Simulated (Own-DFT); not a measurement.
# One host, several defects: C40 NbSi2

No measurement is shown. These are fixed-geometry runs of a retired plane-wave code named Own-DFT, which no person has reviewed; spin and spin-orbit coupling are neglected.

Common settings: PBE; PseudoDojo norm-conserving scalar-relativistic files; cutoff 42 hartree; 4 x 4 x 5 k mesh centred on Gamma; cold (Marzari-Vanderbilt) smearing of 0.2 eV.

Limits: forces on such cells failed a check on a denser k mesh; stress not checked against mesh or cutoff.

All runs share one cell, with vectors in Å (0.000, 8.324, 0.000); (-9.613, 0.000, 0.000); (0.000, 0.000, 6.586) and a volume of 527.0 Å³. Atoms were moved at random from their sites; u is the rms move along one axis. The defect's site can differ from row to row.

| cell | formula | u (Å) | P (GPa) |
|---|---|---|---|
| no defect | Nb12Si24 | 0.0182 | 1.46 |
| no defect | Nb12Si24 | 0.0477 | 2.53 |
| no defect | Nb12Si24 | 0.0482 | 2.60 |
| one Si vacancy | Nb12Si23 | 0.0298 | 0.86 |
| one Si vacancy | Nb12Si23 | 0.0332 | 1.10 |
| one Si vacancy | Nb12Si23 | 0.0550 | 2.27 |
| two Si on a Nb site each | Nb10Si26 | 0.0286 | 1.46 |
| two Si on a Nb site each | Nb10Si26 | 0.0304 | 1.46 |
| two Si on a Nb site each | Nb10Si26 | 0.0479 | 2.30 |
| two Si on a Nb site each | Nb10Si26 | 0.0503 | ? |
| two Nb vacancies | Nb10Si24 | 0.0285 | -0.15 |
| two Nb vacancies | Nb10Si24 | 0.0326 | -0.01 |
| two Nb vacancies | Nb10Si24 | 0.0525 | 0.92 |
| two Nb on a Si site each | Nb14Si22 | 0.0276 | 7.72 |
| two Nb on a Si site each | Nb14Si22 | 0.0313 | 7.63 |
| two Nb on a Si site each | Nb14Si22 | 0.0536 | 8.77 |

## Worked fit

P = P0 + c u² + a shift for each defect gives P0 = 1.25 GPa, c = 575 ± 21 GPa/Å² and a scatter of 0.07 GPa. The shifts, and each times the cell's volume:

- two Nb on a Si site each: 5.91 ± 0.06 GPa, 19.4 eV (9.7 eV for each of its 2 sites)
- two Si on a Nb site each: -0.28 ± 0.06 GPa, -0.9 eV (-0.5 eV for each of its 2 sites)
- one Si vacancy: -0.80 ± 0.06 GPa, -2.6 eV
- two Nb vacancies: -1.88 ± 0.06 GPa, -6.2 eV (-3.1 eV for each of its 2 sites)

Against the defect-free cell, a freed cell would be larger where the shift is positive and smaller where it is negative (160.2 GPa Å³ is 1 eV). The atoms around the defects weren't relaxed, which would change these numbers.

## Withheld run

Q: what pressure belongs in the blank (two Si on a Nb site each, u = 0.0503 Å)?

The fit gives 2.42 ± 0.09 GPa. Computed: 2.49 GPa.
